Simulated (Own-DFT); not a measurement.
## Calculated data, InAs (zincblende, strongly disordered by large displacements), GaP (zincblende, strongly disordered by large displacements)

A calculation, not a measurement: plane-wave PBE density functional theory by an unreviewed code, no spin, of a simulated periodic cell, stress positive in tension, free energy of the whole cell less one offset for each atom, forces on such cells passed a denser k mesh, this cell's mesh not checked; broken bonds can close the gap or carry spin, so checks made on this kind of crystal may not hold here; offsets are fitted by least squares, one for each functional and potential file, so energies compare only between cells with the same atoms and settings and are not formation energies; the far tail of each file's local potential was reset to the Coulomb form; each entry is a single point on an unrelaxed cell, so the pressure reflects the starting lattice, mostly measured values (interpolated for alloys), from which strain is counted, and rises with the displacements; printed positions are rounded, which can move forces by about a meV/angstrom; the program, named Own-DFT, is a retired in-house code; no spin-orbit coupling. Program: Own-DFT development build.

Settings shared by all entries: functional PBE; potential files PseudoDojo norm-conserving, scalar-relativistic, standard set; wave cutoff 42 hartree; occupations Fermi-Dirac; smearing width 0.1 eV; k mesh 3 x 3 x 3 centred on Gamma.

(1) InAs (zincblende, strongly disordered by large displacements)

```
cell vectors (Å)
  12.1166     0.0000     0.0000
   0.0000    12.1166     0.0000
   0.0000     0.0000    12.1166
atoms (fractions of the cell vectors)
In  0.01258  0.99606  0.98398
In  0.98178  0.27518  0.26042
In  0.24850  0.00281  0.23876
In  0.24667  0.26437  0.00999
As  0.13528  0.10439  0.11470
As  0.09423  0.41385  0.40035
As  0.38588  0.11744  0.37740
As  0.36329  0.36653  0.14441
In  0.01869  0.96346  0.48759
In  0.99018  0.26116  0.72967
In  0.27813  0.01081  0.74922
In  0.24998  0.22831  0.49789
As  0.12644  0.14830  0.62026
As  0.14622  0.35980  0.89131
As  0.36789  0.11399  0.90571
As  0.37652  0.38586  0.64441
In  0.96782  0.52009  0.01202
In  0.02213  0.75101  0.22359
In  0.25291  0.49360  0.29278
In  0.23850  0.73586  0.99672
As  0.12091  0.61907  0.11206
As  0.15445  0.89405  0.35582
As  0.37497  0.62416  0.39403
As  0.37804  0.87344  0.14630
In  0.97054  0.49583  0.51004
In  0.99525  0.74023  0.78130
In  0.26883  0.49271  0.77041
In  0.26205  0.72894  0.54153
As  0.09881  0.62837  0.60554
As  0.13688  0.88085  0.85862
As  0.36821  0.61056  0.87538
As  0.35527  0.87485  0.62122
In  0.51911  0.99875  0.99353
In  0.52594  0.28747  0.24770
In  0.74251  0.00633  0.23605
In  0.77398  0.23037  0.01721
As  0.59234  0.13017  0.11707
As  0.62943  0.38819  0.37567
As  0.87144  0.14860  0.37561
As  0.87717  0.34631  0.11308
In  0.51112  0.01146  0.50748
In  0.49478  0.24696  0.77296
In  0.75639  0.01694  0.76629
In  0.76455  0.24694  0.50966
As  0.63366  0.12652  0.62986
As  0.63694  0.38156  0.87750
As  0.86349  0.12265  0.87787
As  0.87816  0.36561  0.63056
In  0.51032  0.47480  0.98360
In  0.49644  0.76594  0.28445
In  0.73747  0.48949  0.25077
In  0.75940  0.74182  0.01579
As  0.60454  0.62140  0.11327
As  0.63150  0.87750  0.36332
As  0.90355  0.61638  0.38823
As  0.84549  0.87151  0.11092
In  0.47763  0.51411  0.50958
In  0.50368  0.78524  0.74325
In  0.75954  0.47645  0.77986
In  0.74343  0.73393  0.50196
As  0.57844  0.63001  0.63503
As  0.62260  0.87481  0.86270
As  0.90112  0.60756  0.86649
As  0.86284  0.87131  0.62172
```

```
hardware                          : one NVIDIA H200
free energy of cell above offsets : -1.604 eV
pressure                          : 9.2 GPa
stress xx                         : -8.49 GPa
stress yy                         : -9.29 GPa
stress zz                         : -9.84 GPa
stress yz                         : -0.82 GPa
stress xz                         : -1.32 GPa
stress xy                         : -1.52 GPa
wall time                         : 1156 s
```

Force:
```tsv
element	x (eV/Å)	y (eV/Å)	z (eV/Å)
In	-1.045	-0.268	0.356
In	2.964	-0.586	1.284
In	3.171	2.412	-0.947
In	1.732	-3.622	2.907
As	-1.656	2.747	-0.428
As	4.018	-4.445	-3.45
As	-0.016	1.142	-1.145
As	0.596	1.452	0.068
In	-1.376	1.56	1.323
In	3.885	-3.108	4.615
In	-1.87	1.175	-0.117
In	1.83	2.548	-1.492
As	-1.482	-3.411	1.675
As	-4.578	3.325	-3.964
As	0.521	0.973	-0.586
As	0.58	-2.61	-1.909
In	2.507	-3.931	3.744
In	-1.281	1.82	1.884
In	-0.611	-0.116	-1.736
In	1.549	1.553	-0.475
As	0.772	-2.084	1.035
As	-2.123	-4.69	2.556
As	-1.339	2.495	-2.153
As	0.423	-0.888	-2.231
In	-0.85	-0.201	4.739
In	2.677	4.008	-4.285
In	-4.022	-1.281	-1.526
In	-1.745	-1.459	-2.068
As	0.287	0.159	2.551
As	0.106	-0.683	0.277
As	2.993	3.596	2.227
As	2.71	2.356	0.201
In	-1.621	-2.25	-0.32
In	-1.98	-2.482	-0.709
In	-0.198	1.412	0.404
In	-5.097	-2.239	-1.643
As	2.701	1.622	1.601
As	-0.137	-0.187	4.535
As	0.628	-3.342	-0.88
As	1.386	5.663	1.311
In	-0.249	-1.314	-0.512
In	0.073	-0.256	-0.708
In	-1.944	-3.042	-3.051
In	-2.342	0.387	-0.208
As	-0.491	0.845	0.862
As	-0.783	-5.37	1.279
As	4.142	1.455	0.476
As	-3.97	3.271	-0.89
In	-3.14	2.33	2.553
In	-1.596	-2.025	-2.042
In	2.242	2.384	-2.059
In	-3.256	-3.969	-3.364
As	0.524	0.102	1.028
As	1.862	1.324	2.61
As	-3.607	3.852	-4.442
As	4.606	3.582	2.474
In	1.716	-3.37	0.763
In	-2.615	-1.618	-0.814
In	2.194	3.025	-3.7
In	-0.337	-0.249	-0.087
As	3.625	0.09	0.583
As	2.868	0.635	2.257
As	-5.252	-0.376	-1.195
As	0.719	0.175	0.96
```

(2) InAs (zincblende, strongly disordered by large displacements)

```
cell vectors (Å)
  12.1166     0.0000     0.0000
   0.0000    12.1166     0.0000
   0.0000     0.0000    12.1166
atoms (fractions of the cell vectors)
In  0.01647  0.99551  0.01485
In  0.98415  0.23134  0.25983
In  0.27292  0.01712  0.24694
In  0.25807  0.27590  0.99000
As  0.14483  0.11877  0.12725
As  0.14335  0.39106  0.36329
As  0.37054  0.12478  0.41073
As  0.38782  0.33863  0.12196
In  0.99881  0.01075  0.49357
In  0.99496  0.24585  0.76380
In  0.26016  0.00519  0.74149
In  0.21892  0.24188  0.47267
As  0.13906  0.14602  0.60030
As  0.13567  0.36999  0.86126
As  0.37104  0.12253  0.89096
As  0.38867  0.36143  0.59368
In  0.98118  0.46711  0.02437
In  0.99076  0.75684  0.22981
In  0.27723  0.50322  0.24976
In  0.26285  0.76758  0.99406
As  0.15790  0.64436  0.14331
As  0.10636  0.84330  0.38837
As  0.37871  0.62613  0.35243
As  0.37227  0.88410  0.12995
In  0.98439  0.50571  0.47278
In  0.00472  0.77897  0.71546
In  0.22972  0.49755  0.72855
In  0.25567  0.71743  0.50541
As  0.11681  0.61615  0.62404
As  0.11144  0.89245  0.88787
As  0.37408  0.63252  0.89811
As  0.38964  0.86136  0.61430
In  0.49464  0.00896  0.02406
In  0.49460  0.26539  0.27147
In  0.76296  0.97441  0.25239
In  0.73602  0.23330  0.98115
As  0.62493  0.14762  0.09461
As  0.61421  0.36896  0.38062
As  0.87134  0.09093  0.35640
As  0.86157  0.37808  0.09950
In  0.52199  0.00088  0.49182
In  0.52406  0.25789  0.75041
In  0.74571  0.00663  0.78413
In  0.72615  0.25472  0.52785
As  0.64218  0.13411  0.61618
As  0.65065  0.36747  0.90885
As  0.87011  0.12064  0.86350
As  0.87143  0.38877  0.67304
In  0.50419  0.51132  0.00166
In  0.47588  0.73843  0.20969
In  0.69987  0.53293  0.23900
In  0.72044  0.75704  0.00669
As  0.58744  0.62560  0.12336
As  0.62280  0.87404  0.37966
As  0.87874  0.63060  0.37283
As  0.86263  0.87574  0.14270
In  0.47759  0.50872  0.47130
In  0.49228  0.75234  0.72717
In  0.74656  0.54621  0.72732
In  0.73724  0.75405  0.48282
As  0.62405  0.62260  0.64526
As  0.60911  0.88215  0.88720
As  0.87855  0.59852  0.88169
As  0.86871  0.84859  0.62265
```

```
hardware                          : one NVIDIA H200
free energy of cell above offsets : 7.571 eV
pressure                          : 10.86 GPa
stress xx                         : -11.61 GPa
stress yy                         : -11.24 GPa
stress zz                         : -9.74 GPa
stress yz                         : 2.91 GPa
stress xz                         : -1.49 GPa
stress xy                         : 1.83 GPa
wall time                         : 1171 s
```

Force:
```tsv
element	x (eV/Å)	y (eV/Å)	z (eV/Å)
In	-2.826	1.93	2.053
In	1.069	1.559	-1.545
In	-0.66	-0.572	2.439
In	-1.146	-2.058	-0.396
As	-1.156	1.996	-0.44
As	-2.399	0.068	-0.527
As	1.462	-0.622	-2.146
As	0.311	3.371	0.331
In	0.862	-1.589	0.964
In	1.41	-0.084	-1.235
In	-0.176	0.041	0.11
In	2.928	4.064	-2.81
As	-4.039	-4.283	6.109
As	-1.578	0.703	0.959
As	0.549	0.302	-1.538
As	-1.179	0.226	1.411
In	9.646	6.944	-5.886
In	2.053	-1.775	1.337
In	-1.564	-2.869	-2.993
In	-1.979	0.546	0.298
As	-1.432	-0.497	-1.086
As	1.136	1.234	0.099
As	0.425	3.358	1.662
As	-0.63	0.648	-0.531
In	1.759	-2.728	2.693
In	4.543	-2.979	4.655
In	3.189	-1.383	0.949
In	-0.306	1.332	-0.659
As	-1.706	1.213	-1.22
As	2.408	-2.662	-3.863
As	0.214	-0.872	-3.202
As	-2.787	2.815	-2.313
In	0.35	-0.047	-1.237
In	-0.687	-3.335	-0.492
In	-6.163	2.781	1.769
In	7.514	-3.052	0.232
As	-2.88	-3.092	6.43
As	2.608	2.355	0.739
As	0.271	3.259	2.74
As	-8.494	-6.845	7.221
In	-1.114	0.897	1.77
In	-0.942	0.376	0.825
In	-2.19	-3.065	-3.166
In	6.235	7.045	-4.864
As	-4.699	-7.797	5.618
As	-4.916	7.663	-5.337
As	3.216	1.033	3.014
As	-0.257	-0.229	-2.931
In	-1.666	-4.598	-2.589
In	-1.813	3.509	4.034
In	4.387	-3.388	3.649
In	2.231	-1	-0.312
As	3.618	1.248	-2.601
As	-1.066	-0.559	-3.21
As	-2.901	1.538	-2.524
As	2.346	-2.819	-6.662
In	1.993	-1.267	2.514
In	1.442	-1.598	4.319
In	8.441	-5.835	6.986
In	1.286	-1.996	1.832
As	-8.62	4.81	-8.125
As	-1.066	0.021	-1.042
As	-0.004	2.132	0.376
As	-4.859	4.479	-2.654
```

(3) InAs (zincblende, strongly disordered by large displacements)

```
cell vectors (Å)
  12.1166     0.0000     0.0000
   0.0000    12.1166     0.0000
   0.0000     0.0000    12.1166
atoms (fractions of the cell vectors)
In  0.98637  0.00046  0.99700
In  0.99349  0.24553  0.25950
In  0.26719  0.98832  0.22638
In  0.24712  0.23425  0.00709
As  0.11515  0.10538  0.14058
As  0.09644  0.36155  0.35437
As  0.39110  0.13766  0.37343
As  0.34818  0.38902  0.13530
In  0.99746  0.98985  0.49546
In  0.97563  0.24918  0.75098
In  0.25274  0.01136  0.73328
In  0.23781  0.24293  0.52587
As  0.12173  0.15136  0.63798
As  0.13415  0.36782  0.86570
As  0.38509  0.11898  0.84037
As  0.37933  0.36826  0.61922
In  0.00558  0.53847  0.00488
In  0.00038  0.72990  0.24830
In  0.24939  0.50433  0.24622
In  0.25687  0.76556  0.02958
As  0.09820  0.60051  0.12796
As  0.10552  0.87291  0.36811
As  0.36923  0.61121  0.38144
As  0.40393  0.88760  0.14652
In  0.97758  0.49838  0.54383
In  0.98816  0.75249  0.75823
In  0.24923  0.50725  0.72339
In  0.23249  0.73979  0.49471
As  0.13507  0.62252  0.61464
As  0.14352  0.88344  0.88411
As  0.35437  0.61374  0.86641
As  0.38928  0.89968  0.62947
In  0.48035  0.00988  0.02082
In  0.46238  0.23271  0.23208
In  0.74350  0.98920  0.28501
In  0.73876  0.23282  0.99944
As  0.61656  0.14998  0.10690
As  0.61063  0.39764  0.35796
As  0.88433  0.12708  0.34222
As  0.87566  0.35445  0.12475
In  0.49615  0.99567  0.47483
In  0.47529  0.23246  0.73304
In  0.75882  0.01593  0.78434
In  0.77589  0.25175  0.51426
As  0.60826  0.11251  0.60416
As  0.61535  0.38936  0.88837
As  0.89190  0.11366  0.90486
As  0.88166  0.38900  0.62391
In  0.48677  0.48664  0.98746
In  0.47196  0.78444  0.27906
In  0.75721  0.48443  0.23044
In  0.75135  0.73538  0.00163
As  0.63174  0.61256  0.11841
As  0.59952  0.88686  0.36307
As  0.87152  0.64058  0.36007
As  0.87856  0.84576  0.15303
In  0.47937  0.47615  0.48525
In  0.52679  0.76335  0.71630
In  0.73862  0.51338  0.74426
In  0.74263  0.74210  0.56010
As  0.60042  0.63863  0.59777
As  0.64736  0.88825  0.86064
As  0.88299  0.63590  0.92746
As  0.87683  0.86859  0.58097
```

```
hardware                          : one NVIDIA H200
free energy of cell above offsets : 12.932 eV
pressure                          : 11.73 GPa
stress xx                         : -12.96 GPa
stress yy                         : -11.95 GPa
stress zz                         : -10.28 GPa
stress yz                         : 2.26 GPa
stress xz                         : 1.77 GPa
stress xy                         : -1.81 GPa
wall time                         : 1138 s
```

Force:
```tsv
element	x (eV/Å)	y (eV/Å)	z (eV/Å)
In	5.226	-6.756	5.343
In	0.991	0.305	-5.274
In	-3.601	2.526	3.508
In	-0.351	0.142	-0.499
As	0.389	0.551	-1.076
As	4.224	4.303	4.685
As	-3.922	-1.926	3.031
As	2.623	-2.995	-3.2
In	1.58	3.632	-1
In	0.801	0.581	1.773
In	-1.823	-0.851	0.511
In	2.131	2.444	-4.896
As	-3.076	-3.896	1.417
As	-0.868	0.626	0.107
As	-2.533	-2.836	6.342
As	-1.385	0.642	0.528
In	-1.086	-10.96	-6.174
In	2.663	0.41	0.736
In	-2.992	1.191	2.26
In	-0.307	-1.337	-0.977
As	9.066	4.91	8.648
As	2.7	-0.444	-0.895
As	-0.706	2.346	-0.683
As	-1.463	-1.484	-4.747
In	7.519	8.591	-8.496
In	0.787	0.211	0.045
In	0.636	-2.17	1.794
In	1.558	2.577	-1.538
As	-3.369	0.151	1.131
As	-0.974	0.082	-0.629
As	1.382	1.747	0.938
As	-0.774	-1.587	-1.383
In	2.32	2.063	-3.765
In	2.54	3.604	-2.724
In	1.555	0.612	-2.661
In	3.231	3.598	-2.846
As	-3.265	-3.431	4.002
As	1.26	-2.267	-0.405
As	-3.519	-3.517	4.903
As	0.452	0.273	-1.72
In	-1.88	1.55	2.27
In	4.937	3.403	-2.208
In	1.291	2.018	-3.855
In	-2.201	-1.181	-1.971
As	2.427	1.291	1.574
As	2.768	-2.979	-3.239
As	-4.318	6.489	-4.857
As	-7.546	-7.355	6.739
In	-2.376	2.51	2.347
In	-0.095	-7.678	1.63
In	0.055	1.137	1.088
In	-4.352	4.379	2.269
As	-2.039	0.395	0.316
As	4.612	-1.618	1.833
As	-2.726	-2.542	3.196
As	-2.518	3.282	-2.37
In	1.284	0.395	0.058
In	-2.392	2.571	4.378
In	-0.287	0.033	1.071
In	2.438	0.783	-3.642
As	-2.438	-6.626	-0.883
As	-3.313	-3.838	2.736
As	-1.738	1.052	-8.434
As	0.789	0.856	3.841
```

(4) GaP (zincblende, strongly disordered by large displacements)

```
cell vectors (Å)
  10.9010     0.0000     0.0000
   0.0000    10.9010     0.0000
   0.0000     0.0000    10.9010
atoms (fractions of the cell vectors)
Ga  0.00793  0.01036  0.00366
Ga  0.00579  0.24487  0.24831
Ga  0.22225  0.99248  0.28888
Ga  0.25518  0.26175  0.00216
P   0.12909  0.13035  0.12951
P   0.15234  0.37335  0.38870
P   0.39675  0.12933  0.36048
P   0.38221  0.38642  0.10842
Ga  0.96443  0.03583  0.51197
Ga  0.00887  0.25801  0.77129
Ga  0.23255  0.99709  0.76853
Ga  0.22125  0.21549  0.52252
P   0.10878  0.13506  0.63527
P   0.13507  0.40253  0.87884
P   0.37495  0.08672  0.87400
P   0.36806  0.41644  0.61872
Ga  0.97101  0.51501  0.99931
Ga  0.99592  0.75196  0.26519
Ga  0.25514  0.47911  0.28578
Ga  0.23975  0.75238  0.03140
P   0.11437  0.62658  0.13647
P   0.12355  0.87099  0.37023
P   0.36940  0.59584  0.35713
P   0.35208  0.87127  0.12419
Ga  0.99299  0.50978  0.51367
Ga  0.99846  0.75226  0.77516
Ga  0.26143  0.51824  0.73784
Ga  0.24467  0.74867  0.46597
P   0.12802  0.58995  0.62270
P   0.15772  0.87967  0.87621
P   0.40664  0.62664  0.87080
P   0.36399  0.87986  0.61330
Ga  0.50495  0.97379  0.01885
Ga  0.48227  0.26661  0.23367
Ga  0.72504  0.00395  0.26447
Ga  0.70949  0.26320  0.00615
P   0.62477  0.11068  0.08139
P   0.63357  0.36207  0.38144
P   0.89839  0.14264  0.35136
P   0.87783  0.39255  0.14385
Ga  0.49762  0.02534  0.47241
Ga  0.45246  0.24700  0.74600
Ga  0.72614  0.96905  0.73387
Ga  0.75550  0.19802  0.47344
P   0.63417  0.12264  0.61261
P   0.60506  0.40065  0.88480
P   0.85795  0.11745  0.88579
P   0.87485  0.37020  0.61004
Ga  0.49792  0.50717  0.98577
Ga  0.51652  0.73928  0.24559
Ga  0.75446  0.47416  0.25819
Ga  0.75088  0.75474  0.97009
P   0.63491  0.63941  0.14890
P   0.62401  0.87304  0.35537
P   0.89265  0.64118  0.35746
P   0.85832  0.82494  0.11034
Ga  0.50580  0.51633  0.50648
Ga  0.51240  0.75496  0.76181
Ga  0.73329  0.49872  0.74819
Ga  0.73194  0.77472  0.51088
P   0.60134  0.62210  0.64502
P   0.62345  0.87624  0.88038
P   0.86660  0.60542  0.86562
P   0.83180  0.85830  0.62280
```

```
hardware                          : one NVIDIA H100
free energy of cell above offsets : 2.551 eV
pressure                          : 11.33 GPa
stress xx                         : -11.66 GPa
stress yy                         : -11.06 GPa
stress zz                         : -11.26 GPa
stress yz                         : 1.56 GPa
stress xz                         : 1.85 GPa
stress xy                         : -3.77 GPa
wall time                         : 554.2 s
```

Force:
```tsv
element	x (eV/Å)	y (eV/Å)	z (eV/Å)
Ga	-1.141	-1.442	-0.169
Ga	3.853	5.216	-2.975
Ga	5.47	5.855	-5.036
Ga	-0.447	-0.916	-0.761
P	0.923	-0.507	0.115
P	-5.511	-4.526	3.054
P	-5.5	1.98	-1.835
P	-1.413	0.668	0.82
Ga	0.762	-2.438	0.844
Ga	-1.814	0.985	0.353
Ga	2.664	3.706	-6.877
Ga	5.805	4.509	-5.268
P	-3.192	-4.2	4.337
P	-0.421	-0.962	0.437
P	0.934	2.891	1.012
P	0.997	-5.627	-1.137
Ga	3.127	-1.338	2.244
Ga	2.981	3.359	-5.058
Ga	-0.978	-0.65	-7.63
Ga	-0.796	-2.74	-2.936
P	0.105	-1.27	0.072
P	-5.522	-2.249	3.891
P	5.309	6.531	3.138
P	3.265	2.294	3.459
Ga	-1.625	-0.921	-2.828
Ga	0.845	-0.445	-1.397
Ga	0.439	0.556	4.778
Ga	1.776	-2.064	2.814
P	-0.49	5.769	-0.22
P	-5.81	-5.408	4.638
P	-5.054	1.885	-0.35
P	0.544	0.022	-0.257
Ga	-2.804	-1.045	-0.969
Ga	2.284	-0.52	0.259
Ga	3.05	2.228	-3.89
Ga	3.33	2.327	-1.519
P	-0.023	-0.27	5.192
P	-1.289	-0.239	0.373
P	-3.786	-4.995	1.382
P	1.752	-3.428	-3.262
Ga	2.692	-4.206	4.11
Ga	1.23	0.8	-0.314
Ga	-0.682	4.251	1.851
Ga	-0.768	3.642	1.246
P	-1.947	-0.479	1.51
P	3.214	-4.96	-3.531
P	0.629	0.79	-0.976
P	-1.252	-1.057	1.238
Ga	-0.602	2.28	5.611
Ga	-5.31	1.791	1.414
Ga	-2.114	3.79	2.003
Ga	-0.607	-2.972	-0.019
P	3.189	-4.221	-4.475
P	-2.074	-0.841	3.575
P	-5.425	-5.409	5.93
P	2.906	4.216	2.841
Ga	-0.008	-1.348	-2.282
Ga	-1.996	1.945	-1.223
Ga	1.011	-1.582	-1.244
Ga	-4.94	-6.397	-6.731
P	2.766	1.199	-1.889
P	-0.863	0.31	-0.31
P	-1.301	2.481	-1.582
P	9.65	3.402	4.411
```
